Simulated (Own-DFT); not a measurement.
# A surface energy from a slab and the bulk: wurtzite AlN, m plane (10-10)

Calculated, not measured: single-point runs of Own-DFT, a retired in-house plane-wave DFT program that no person has reviewed, on unrelaxed cells, without spin or spin-orbit coupling.

Known weak points (not all hold for every row): some atoms lie very close together; k mesh not checked against a denser one.

Both sets of runs: PBE; PseudoDojo norm-conserving scalar-relativistic files; cutoff 42 hartree; Gaussian smearing of 0.01 eV. The slab has 128 atoms in 16 layers, two equal faces of 62.02 Å² as cut, 15 Å of vacuum, a dipole correction along the normal and a 6 x 3 x 1 mesh. The bulk cell has 72 atoms, the same measured lattice constants and a 4 x 4 x 3 mesh. In the slab only the 32 atoms nearest the faces were moved at random; u is their rms move along one axis. Energies are counted from -174.06 eV for each atom.

| slab run | u (Å) | E (eV, cell) |
|---|---|---|
| 1 | 0.0478 | 21.175 |
| 2 | 0.0492 | 21.348 |
| 3 | 0.0525 | 21.115 |
| 4 | 0.0557 | 21.569 |
| 5 | 0.0557 | 22.895 |
| 6 | 0.0964 | 24.915 |
| 7 | 0.0975 | 28.284 |
| 8 | 0.0982 | 27.433 |
| 9 | 0.1031 | 27.812 |
| 10 | 0.1031 | 28.063 |
| 11 | 0.1033 | 28.065 |
| 12 | 0.1072 | 29.249 |

| bulk run | u (Å) | E (meV/atom) |
|---|---|---|
| 1 | 0.0196 | -1.74 |
| 2 | 0.0197 | -1.64 |
| 3 | 0.0198 | -0.92 |
| 4 | 0.0204 | -1.61 |
| 5 | 0.0953 | 254.00 |
| 6 | 0.1019 | 345.24 |
| 7 | 0.1022 | 311.34 |
| 8 | 0.1025 | 349.52 |
| 9 | 0.1084 | 346.44 |
| 10 | 0.1138 | 423.80 |

Question: what is the energy of the unrelaxed surface?

## Worked answer

Take each set to u = 0 with E = a + b u². Rows are weighted down as u grows, with residuals divided by u² + 0.0006 Å². Slab: a = 19.35 ± 0.31 eV. Bulk: a = -14.3 ± 0.9 meV/atom. The excess is 19.35 - 128 x (-0.0143) = 21.18 ± 0.33 eV. Over two faces that is 171 meV/Å², or 2.74 ± 0.04 J/m². Relaxing the faces would lower the energy, and the unlike meshes and the reach from the smallest u down to zero add errors that aren't counted here.
